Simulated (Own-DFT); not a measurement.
# One host, several defects: grey tin

Calculated, not measured: single-point runs of Own-DFT, a retired in-house plane-wave DFT program that no person has reviewed, on unrelaxed cells, without spin or spin-orbit coupling.

Settings: PBE; PseudoDojo norm-conserving scalar-relativistic files; cutoff 42 hartree; 3 x 3 x 3 k mesh centred on Gamma; cold (Marzari-Vanderbilt) smearing of 0.2 eV.

Known weak points (not all hold for every row): not probed for a lower state with spin; forces on such cells moved up to 12 meV/angstrom on a denser k mesh; stress not checked against mesh or cutoff.

All runs share one cell, with vectors in Å (12.978, 0.000, 0.000); (0.000, 12.978, 0.000); (0.000, 0.000, 12.978) and a volume of 2185.9 Å³. Atoms were moved at random from their sites; u is the rms move along one axis. The defect's site can differ from row to row.

| cell | formula | u (Å) | P (GPa) |
|---|---|---|---|
| no defect | Sn64 | 0.0188 | 3.38 |
| no defect | Sn64 | 0.0480 | 3.62 |
| no defect | Sn64 | 0.0519 | 3.64 |
| one Sn vacancy | Sn63 | 0.0277 | 3.22 |
| one Sn vacancy | Sn63 | 0.0324 | 3.20 |
| one Sn vacancy | Sn63 | 0.0566 | 3.53 |
| two Sn vacancies | Sn62 | 0.0290 | 3.14 |
| two Sn vacancies | Sn62 | 0.0307 | 3.13 |
| two Sn vacancies | Sn62 | 0.0472 | ? |
| two Sn vacancies | Sn62 | 0.0496 | 3.16 |

## Working it out

P = P0 + c u² + a shift for each defect gives P0 = 3.36 GPa, c = 105 ± 22 GPa/Å² and a scatter of 0.06 GPa. The shifts, and each times the cell's volume:

- one Sn vacancy: -0.22 ± 0.05 GPa, -3.0 eV
- two Sn vacancies: -0.37 ± 0.05 GPa, -5.0 eV (-2.5 eV for each of its 2 sites)

Against the defect-free cell, a freed cell would be larger where the shift is positive and smaller where it is negative (160.2 GPa Å³ is 1 eV). The atoms around the defects weren't relaxed, which would change these numbers.

## The run left out

Question: what pressure belongs in the blank (two Sn vacancies, u = 0.0472 Å)?

From the fit: 3.23 ± 0.07 GPa. The run itself gave 3.29 GPa.
